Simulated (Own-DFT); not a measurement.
## Calculated data, AlGa3N4 (wurtzite random alloy, strained, atoms displaced)

All values are calculated (Own-DFT development build). A calculation, not a measurement: plane-wave PBE density functional theory by an unreviewed code, no spin, of a simulated periodic cell, stress positive in tension, free energy of the whole cell less one offset for each atom, forces on such cells passed a denser k mesh, this cell's mesh not checked; offsets are fitted by least squares, one for each functional and potential file, so energies compare only between cells with the same atoms and settings and are not formation energies; the far tail of each file's local potential was reset to the Coulomb form; each entry is a single point on an unrelaxed cell, so the pressure reflects the starting lattice, mostly measured values, from which strain is counted, and rises with the displacements; printed positions are rounded, which can move forces by about a meV/angstrom; the program is a retired in-house code; no spin-orbit coupling.

## AlGa3N4 (wurtzite random alloy, strained, atoms displaced)

```cif
# cell vector a (Å): 9.7708 0.0000 0.0000
# cell vector b (Å): -4.8854 8.4617 0.0000
# cell vector c (Å): 0.0000 0.0000 10.2685
data_AlGa3N4
_symmetry_space_group_name_H-M 'P 1'
_symmetry_Int_Tables_number 1
_cell_length_a 9.7708
_cell_length_b 9.7707
_cell_length_c 10.2685
_cell_angle_alpha 90.000
_cell_angle_beta 90.000
_cell_angle_gamma 120.000
_cell_volume 848.97
loop_
_atom_site_label
_atom_site_type_symbol
_atom_site_fract_x
_atom_site_fract_y
_atom_site_fract_z
_atom_site_occupancy
Ga1 Ga 0.11750 0.22336 0.99940 1
Ga2 Ga 0.22304 0.11103 0.25218 1
N1 N 0.11028 0.21907 0.19383 1
N2 N 0.22824 0.11163 0.44731 1
Al1 Al 0.11074 0.22391 0.50268 1
Ga3 Ga 0.22450 0.10998 0.75273 1
N3 N 0.10362 0.21420 0.68373 1
N4 N 0.23002 0.12295 0.93410 1
Ga4 Ga 0.11301 0.55296 0.01035 1
Ga5 Ga 0.22473 0.43841 0.24592 1
N5 N 0.10304 0.55650 0.20117 1
N6 N 0.21770 0.44293 0.43215 1
Ga6 Ga 0.12026 0.56656 0.49891 1
Ga7 Ga 0.22531 0.43667 0.74780 1
N7 N 0.10424 0.54578 0.68101 1
N8 N 0.21717 0.45077 0.94007 1
Ga8 Ga 0.10516 0.88585 0.00272 1
Ga9 Ga 0.22360 0.77765 0.25722 1
N9 N 0.11194 0.87757 0.17732 1
N10 N 0.22085 0.78004 0.43761 1
Al2 Al 0.11244 0.89491 0.49444 1
Ga10 Ga 0.22586 0.77808 0.75399 1
N11 N 0.10935 0.89629 0.69342 1
N12 N 0.21618 0.77916 0.94331 1
Al3 Al 0.44476 0.23273 0.00211 1
Al4 Al 0.56276 0.10954 0.24952 1
N13 N 0.46207 0.23865 0.19240 1
N14 N 0.55755 0.11967 0.43629 1
Ga11 Ga 0.44800 0.22438 0.49717 1
Ga12 Ga 0.55502 0.11547 0.74874 1
N15 N 0.44309 0.22492 0.68397 1
N16 N 0.56417 0.11189 0.93405 1
Ga13 Ga 0.44276 0.54925 0.00488 1
Ga14 Ga 0.56618 0.45271 0.25546 1
N17 N 0.44709 0.55056 0.18585 1
N18 N 0.56394 0.45082 0.43805 1
Ga15 Ga 0.44747 0.56170 0.50633 1
Al5 Al 0.54700 0.44784 0.75143 1
N19 N 0.43248 0.55450 0.68572 1
N20 N 0.56715 0.44904 0.93703 1
Ga16 Ga 0.43421 0.88611 0.99359 1
Ga17 Ga 0.54957 0.78712 0.25143 1
N21 N 0.44338 0.89911 0.17584 1
N22 N 0.55687 0.77620 0.43856 1
Ga18 Ga 0.45512 0.89513 0.50312 1
Ga19 Ga 0.56041 0.77931 0.74673 1
N23 N 0.43605 0.88013 0.69122 1
N24 N 0.55831 0.77916 0.93759 1
Ga20 Ga 0.78207 0.22542 0.99489 1
Ga21 Ga 0.89970 0.11641 0.25015 1
N25 N 0.77455 0.22611 0.18887 1
N26 N 0.88382 0.10861 0.44287 1
Al6 Al 0.78567 0.22338 0.50618 1
Al7 Al 0.88261 0.11687 0.74771 1
N27 N 0.78470 0.22237 0.68634 1
N28 N 0.88583 0.10824 0.93864 1
Ga22 Ga 0.78116 0.55657 0.00061 1
Al8 Al 0.89067 0.44788 0.25117 1
N29 N 0.77314 0.54974 0.18942 1
N30 N 0.88891 0.44586 0.43725 1
Al9 Al 0.78290 0.55915 0.49075 1
Ga23 Ga 0.89043 0.44041 0.75182 1
N31 N 0.77472 0.55876 0.68940 1
N32 N 0.88256 0.45226 0.93415 1
Ga24 Ga 0.77757 0.89497 0.99123 1
Ga25 Ga 0.89537 0.78833 0.25668 1
N33 N 0.77983 0.88891 0.19289 1
N34 N 0.88660 0.77444 0.43741 1
Ga26 Ga 0.77360 0.87560 0.50147 1
Ga27 Ga 0.89041 0.78034 0.74414 1
N35 N 0.78258 0.88208 0.69342 1
N36 N 0.89383 0.77190 0.93607 1
```

Settings of this run: functional PBE, potential files PseudoDojo norm-conserving, scalar-relativistic, standard set with the stringent files for Ga, wave cutoff 96 hartree, occupations Gaussian, smearing width 0.01 eV and k mesh 4 x 4 x 3 centred on Gamma.

It finds free energy of cell above offsets -9.258 eV; pressure -2.81 GPa; stress xx 6.05 GPa; stress yy 7.27 GPa; stress zz -4.88 GPa; stress yz 0.24 GPa; stress xz 0.51 GPa; stress xy -0.38 GPa.

Force:
```tsv
element	x (eV/Å)	y (eV/Å)	z (eV/Å)
Ga	-1.086	-0.049	-0.209
Ga	1.309	0.052	-0.24
N	0.905	0.177	-1.051
N	-1.726	-0.26	-0.942
Al	-0.081	-0.098	-0.913
Ga	-0.479	0.249	-1.525
N	-0.285	0.341	0.978
N	0.695	-0.263	1.977
Ga	-1.702	0.807	-0.563
Ga	-0.376	1.026	0.465
N	1.208	-0.489	-1.021
N	0.842	-0.387	1.448
Ga	-0.597	-1.535	-0.792
Ga	-2.268	-0.083	-0.03
N	0.731	0.889	1.72
N	1.396	-1.038	0
Ga	0.007	0.389	-2.413
Ga	0.09	0.224	-1.912
N	-0.691	1.408	3.79
N	-0.063	1.371	1.381
Al	0.33	-0.489	1.48
Ga	-1.65	-1.023	-0.466
N	1.276	-0.86	-1.745
N	0.597	-0.659	-0.479
Al	1.413	-0.282	0.041
Al	-0.991	1.116	-0.542
N	-0.644	-2.34	-0.849
N	1.797	-0.895	0.204
Ga	0.03	0.744	-0.177
Ga	0.07	-0.14	-0.315
N	0.178	0.823	1.223
N	-1.824	0.253	0.709
Ga	0.405	1.045	-1.484
Ga	-0.652	-0.291	-0.799
N	-0.935	0.891	1.369
N	-0.346	0.3	1.485
Ga	-0.123	-1.384	-2.338
Al	1.694	0.076	-0.729
N	2.071	0.11	1.577
N	-1.989	-1.158	-0.452
Ga	1.221	0.622	-0.808
Ga	1.171	-0.616	-1.382
N	0.393	-0.283	2.771
N	-0.612	0.35	0.439
Ga	-1.063	0.156	-0.445
Ga	-0.435	-0.249	0.758
N	1.158	1.29	-0.304
N	-0.708	-0.633	0.063
Ga	-0.547	0.227	0.77
Ga	-2.205	-0.874	0.27
N	1.024	0.22	0.283
N	0.874	0.3	0.467
Al	-0.824	0.674	-1.907
Al	2.056	-1.204	0.24
N	-0.973	-0.487	0.249
N	0.692	1.419	-1.132
Ga	-0.624	0.714	0.289
Al	-0.945	-0.828	0.153
N	1.671	1.276	0.516
N	-0.204	-0.323	0.313
Al	0.142	-1.008	1.555
Ga	-0.949	1.241	-1.22
N	-0.394	-0.888	-1.153
N	2.394	-1.234	1.098
Ga	0.851	-1.524	1.224
Ga	-0.122	-1.243	-2.401
N	-0.533	0.514	-0.513
N	1.323	0.503	1.366
Ga	-0.063	1.574	-0.059
Ga	1.258	-1.331	1.136
N	-2.242	1.943	-0.734
N	-1.324	1.132	0.234
```
